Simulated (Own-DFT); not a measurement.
# Which defects push the lattice out? C40 NbSi2

Source: density functional calculations with Own-DFT, an unreviewed in-house program that is no longer used. Nothing was measured or relaxed, and spin and spin-orbit coupling are left out.

Settings: PBE; PseudoDojo norm-conserving scalar-relativistic files; cutoff 42 hartree; 4 x 4 x 5 k mesh centred on Gamma; cold (Marzari-Vanderbilt) smearing of 0.2 eV.

Caveats: forces on such cells failed a check on a denser k mesh; stress not checked against mesh or cutoff.

All runs share one cell, with vectors in Å (0.000, 8.324, 0.000); (-9.613, 0.000, 0.000); (0.000, 0.000, 6.586) and a volume of 527.0 Å³. Atoms were moved at random from their sites; u is the rms move along one axis. The defect's site can differ from row to row.

```
cell,formula,u (Å),P (GPa)
no defect,Nb12Si24,0.0201,1.44
no defect,Nb12Si24,0.0208,1.51
no defect,Nb12Si24,0.0505,2.65
two Nb on a Si site each,Nb14Si22,0.0307,?
two Nb on a Si site each,Nb14Si22,0.0309,7.71
two Nb on a Si site each,Nb14Si22,0.0432,7.91
two Nb on a Si site each,Nb14Si22,0.0459,8.17
one Si vacancy,Nb12Si23,0.0284,1.03
one Si vacancy,Nb12Si23,0.0321,1.27
one Si vacancy,Nb12Si23,0.0523,1.88
two Si on a Nb site each,Nb10Si26,0.0269,1.36
two Si on a Nb site each,Nb10Si26,0.0515,2.87
two Si on a Nb site each,Nb10Si26,0.0542,2.93
```

## Working it out

P = P0 + c u² + a shift for each defect gives P0 = 1.23 GPa, c = 563 ± 58 GPa/Å² and a scatter of 0.17 GPa. The shifts, and each times the cell's volume:

- two Nb on a Si site each: 5.78 ± 0.14 GPa, 19.0 eV (9.5 eV for each of its 2 sites)
- two Si on a Nb site each: -0.03 ± 0.15 GPa, -0.1 eV (0.0 eV for each of its 2 sites) (not resolved)
- one Si vacancy: -0.70 ± 0.14 GPa, -2.3 eV

Positive is outwards. The product with the volume (160.2 GPa Å³ to the eV) is nearly free of the cell's size; divided by the bulk modulus at the cell's pressure it gives the volume that the defect adds. The atoms around the defects weren't relaxed, which would change these numbers.

## Prediction

Question: what pressure belongs in the blank (two Nb on a Si site each, u = 0.0307 Å)?

The fitted form gives 7.54 ± 0.20 GPa. The run itself gave 7.50 GPa.
